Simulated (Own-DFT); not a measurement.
# How strain changes the stress of wurtzite GaN, 72 atoms (Ga36N36)

Calculated results; nothing here was measured. They come from Own-DFT, an in-house plane-wave density functional program, since retired, whose code no person has reviewed. Each row is one single-point run on a periodic cell that was not relaxed, without spin or spin-orbit coupling.

Settings of every run: PBE; PseudoDojo norm-conserving scalar-relativistic files; cutoff 42 hartree; 4 x 4 x 3 k mesh centred on Gamma; Fermi-Dirac smearing of 0.1 eV.

Known limits: forces not confirmed at this smearing and k mesh; stress not checked against mesh or cutoff.

Unstrained cell vectors in Å: (9.567, 0.000, 0.000); (-4.784, 8.285, 0.000); (0.000, 0.000, 10.370). The unstrained cell has measured lattice constants (interpolated for alloys), not those of this functional. That, the random moves and any unrelaxed bonds set the pressure at no strain. Each run strains this cell uniformly, with the atoms carried along. Every atom was also moved at random, by a Gaussian of width 0.05 Å on each axis. Strain is the symmetric tensor, in per cent. Stress is positive in tension, and the pressure is minus a third of its trace.

| run | e_xx (%) | e_yy (%) | e_zz (%) | e_yz (%) | e_xz (%) | e_xy (%) | s_xx (GPa) | s_yy (GPa) | s_zz (GPa) | s_yz (GPa) | s_xz (GPa) | s_xy (GPa) | P (GPa) | E (meV/atom) |
|---|---|---|---|---|---|---|---|---|---|---|---|---|---|---|
| 1 | -1.92 | -0.98 | -1.72 | -1.38 | 0.22 | -1.48 | -21.43 | -15.52 | -18.65 | -3.65 | 0.13 | -6.46 | 18.54 | 78.1 |
| 2 | -1.44 | -1.16 | -1.35 | -1.27 | -0.27 | 0.01 | -15.81 | -17.42 | -16.36 | -2.23 | -0.06 | 0.93 | 16.53 | 63.9 |
| 3 | -0.77 | 1.10 | -0.77 | 1.30 | 0.50 | 1.03 | -9.31 | -5.08 | -14.20 | 3.36 | 0.93 | 4.89 | 9.53 | 52.4 |
| 4 | 0.86 | 1.72 | 0.62 | -0.97 | 1.04 | -1.71 | -2.75 | 1.12 | -4.12 | -1.74 | 2.54 | -4.57 | 1.92 | 20.6 |
| 5 | -0.17 | 0.50 | -0.13 | -0.39 | -0.49 | -0.16 | -7.75 | -6.32 | -7.43 | -0.46 | -0.43 | 0.29 | 7.17 | 14.6 |
| 6 | -0.79 | -0.87 | 0.68 | -1.89 | 0.62 | 1.47 | -11.30 | -12.47 | -5.68 | -4.49 | 0.68 | 5.37 | 9.82 | 34.1 |
| 7 | -0.74 | -1.89 | 0.83 | -1.31 | 1.44 | 0.46 | -12.12 | -15.24 | -7.43 | -2.56 | 2.77 | 1.49 | 11.60 | 47.4 |
| 8 | 1.41 | 1.34 | 1.61 | 0.14 | -0.48 | -0.95 | -0.48 | 1.34 | 1.12 | 0.56 | -0.44 | -2.74 | -0.66 | 4.6 |
| 9 | 0.55 | 0.79 | 1.72 | -0.51 | 0.18 | 0.58 | -2.61 | -3.94 | 0.67 | -0.36 | 0.81 | 1.70 | 1.96 | 13.1 |
| 10 | 1.79 | 0.45 | 0.08 | 0.35 | 1.04 | -1.29 | -0.69 | -3.86 | -5.48 | 1.27 | 2.14 | -4.28 | 3.34 | 17.0 |
| 11 | 0.16 | -1.39 | 1.19 | 1.63 | 1.61 | -0.25 | -8.37 | -10.10 | -4.82 | 3.50 | 3.89 | -0.52 | 7.76 | 26.6 |
| 12 | 0.40 | -0.60 | 1.56 | 1.45 | -0.72 | -0.85 | -4.51 | -7.14 | -2.76 | 3.06 | -0.86 | -2.92 | 4.80 | 16.9 |
| 13 | 1.01 | 1.65 | 0.71 | -0.28 | 0.18 | 0.60 | -0.52 | 0.70 | -3.30 | -0.97 | 0.01 | 1.71 | 1.04 | 0.0 |
| 14 | 1.08 | -1.89 | 1.43 | -0.89 | -0.70 | 1.67 | -3.93 | -14.49 | -2.96 | -1.97 | -1.41 | 6.16 | 7.13 | 39.1 |
| 15 | 0.00 | 1.10 | -0.74 | -0.21 | -0.21 | 0.51 | -6.82 | -2.44 | -11.08 | -0.77 | -0.34 | 2.42 | 6.78 | 18.9 |
| 16 | -0.86 | 0.64 | -0.09 | 0.53 | 1.10 | -0.67 | ? | ? | ? | ? | ? | ? | ? | ? |

E is the free energy for each atom above the lowest run shown.

## Worked fit

Each stress component was fitted by least squares to a constant and the strains of the runs shown, as fractions, with shears doubled. Shear strains stay in the fit of a normal stress only where such slopes are resolved. The slopes, in GPa:

| stress | at no strain | per e_xx | per e_yy | per e_zz | scatter |
|---|---|---|---|---|---|
| s_xx | -8.1 | 386 ± 49 | 128 ± 30 | 129 ± 43 | 1.18 |
| s_yy | -7.9 | 120 ± 53 | 419 ± 33 | 100 ± 46 | 1.27 |
| s_zz | -8.6 | 112 ± 43 | 67 ± 27 | 431 ± 38 | 1.04 |

Each shear stress against twice its own strain: yz 110 ± 7, xz 93 ± 7, xy 182 ± 11 GPa. These are stiffnesses along x, y and z of the frame in which the cell vectors are given, which need not be the crystal's axes. The atoms are held to the strained lattice; where symmetry lets them move under strain, relaxing them would lower some slopes. The table should be nearly symmetric about its diagonal, and what it lacks of that shows the noise. A ninth of its sum, 210 ± 5 GPa, estimates the bulk modulus near the mean pressure of these runs, 7.2 GPa, so it lies above the value at zero pressure.

## Withheld run

Question: what normal stresses and pressure should run 16 give?

The fit gives s_xx = -10.7, s_yy = -6.3, s_zz = -9.5 and P = 8.8 GPa. The calculation gave -10.92, -3.27, -10.62 and P = 8.27 GPa.
